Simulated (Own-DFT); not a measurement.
# Which defects push the lattice out? C40 NbSi2

No measurement is shown. These are fixed-geometry runs of a retired plane-wave code named Own-DFT, which no person has reviewed; spin and spin-orbit coupling are neglected.

All runs used: PBE; PseudoDojo norm-conserving scalar-relativistic files; cutoff 42 hartree; 4 x 4 x 5 k mesh centred on Gamma; cold (Marzari-Vanderbilt) smearing of 0.2 eV.

Caveats: forces on such cells failed a check on a denser k mesh; stress not checked against mesh or cutoff.

All runs share one cell, with vectors in Å (0.000, 8.324, 0.000); (-9.613, 0.000, 0.000); (0.000, 0.000, 6.586) and a volume of 527.0 Å³. u is the rms random offset of the atoms per axis. The defect's site can differ from row to row.

| cell | formula | u (Å) | P (GPa) |
|---|---|---|---|
| no defect | Nb12Si24 | 0.0198 | 1.49 |
| no defect | Nb12Si24 | 0.0489 | 2.44 |
| no defect | Nb12Si24 | 0.0517 | 2.82 |
| one Si vacancy | Nb12Si23 | 0.0317 | 0.94 |
| one Si vacancy | Nb12Si23 | 0.0480 | 1.62 |
| one Si vacancy | Nb12Si23 | 0.0497 | 1.90 |
| two Nb vacancies | Nb10Si24 | 0.0271 | ? |
| two Nb vacancies | Nb10Si24 | 0.0293 | -0.30 |
| two Nb vacancies | Nb10Si24 | 0.0463 | 0.55 |
| two Nb vacancies | Nb10Si24 | 0.0490 | 0.51 |
| two Nb on a Si site each | Nb14Si22 | 0.0280 | 7.23 |
| two Nb on a Si site each | Nb14Si22 | 0.0286 | 7.61 |
| two Nb on a Si site each | Nb14Si22 | 0.0481 | 8.27 |
| two Si on a Nb site each | Nb10Si26 | 0.0272 | 1.46 |
| two Si on a Nb site each | Nb10Si26 | 0.0279 | 1.64 |
| two Si on a Nb site each | Nb10Si26 | 0.0492 | 2.18 |

## Fit

P = P0 + c u² + a shift for each defect gives P0 = 1.29 GPa, c = 528 ± 48 GPa/Å² and a scatter of 0.14 GPa. The shifts, and each times the cell's volume:

- two Nb on a Si site each: 5.72 ± 0.12 GPa, 18.8 eV (9.4 eV for each of its 2 sites)
- two Si on a Nb site each: -0.22 ± 0.12 GPa, -0.7 eV (-0.4 eV for each of its 2 sites) (not resolved)
- one Si vacancy: -0.82 ± 0.12 GPa, -2.7 eV
- two Nb vacancies: -1.99 ± 0.12 GPa, -6.5 eV (-3.3 eV for each of its 2 sites)

Against the defect-free cell, a freed cell would be larger where the shift is positive and smaller where it is negative (160.2 GPa Å³ is 1 eV). The atoms around the defects weren't relaxed, which would change these numbers.

## Test on the hidden row

The question: what pressure belongs in the blank (two Nb vacancies, u = 0.0271 Å)?

The fitted form gives -0.31 ± 0.17 GPa. The run itself gave -0.04 GPa.
